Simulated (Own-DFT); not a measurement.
# Which defects push the lattice out? C11b WSi2

The numbers are computed, not measured, by runs of the plane-wave DFT program Own-DFT (in-house, retired, unreviewed) at fixed positions, with no spin and no spin-orbit coupling.

Common settings: PBE; PseudoDojo norm-conserving scalar-relativistic files; cutoff 50 hartree; 5 x 5 x 5 k mesh centred on Gamma; cold (Marzari-Vanderbilt) smearing of 0.2 eV.

Known weak points: forces on such cells failed a check on a denser k mesh; stress not checked against mesh or cutoff.

All runs share one cell, with vectors in Å (-2.148, -5.953, 3.409); (-6.444, 2.976, 1.136); (-2.553, -2.948, -6.757) and a volume of 403.2 Å³. The atoms are randomly displaced, by u rms on each axis. The defect's site can differ from row to row.

```
cell,formula,u (Å),P (GPa)
no defect,Si20W10,0.0184,4.38
no defect,Si20W10,0.0510,5.74
no defect,Si20W10,0.0555,6.76
one Si vacancy,Si19W10,0.0360,3.20
one Si vacancy,Si19W10,0.0476,4.48
one Si vacancy,Si19W10,0.0479,3.79
one Si on a W site,Si21W9,0.0312,6.09
one Si on a W site,Si21W9,0.0455,7.51
one Si on a W site,Si21W9,0.0513,7.98
one W on a Si site,Si19W11,0.0304,9.40
one W on a Si site,Si19W11,0.0310,10.10
one W on a Si site,Si19W11,0.0454,10.82
one W on a Si site,Si19W11,0.0472,?
```

## Analysis

P = P0 + c u² + a shift for each defect gives P0 = 3.83 GPa, c = 893 ± 130 GPa/Å² and a scatter of 0.35 GPa. The shifts, and each times the cell's volume:

- one W on a Si site: 5.09 ± 0.30 GPa, 12.8 eV
- one Si on a W site: 1.67 ± 0.29 GPa, 4.2 eV
- one Si vacancy: -1.76 ± 0.29 GPa, -4.4 eV

A positive shift means that the defect pushes the cell outwards. Shift times volume (160.2 GPa Å³ is 1 eV) depends little on the cell's size, so, taken for each site, it can be compared between cells at like pressure. The atoms around the defects weren't relaxed, which would change these numbers.

## Withheld run

The question: what pressure belongs in the blank (one W on a Si site, u = 0.0472 Å)?

The fit gives 10.92 ± 0.42 GPa. DFT gave 10.73 GPa.
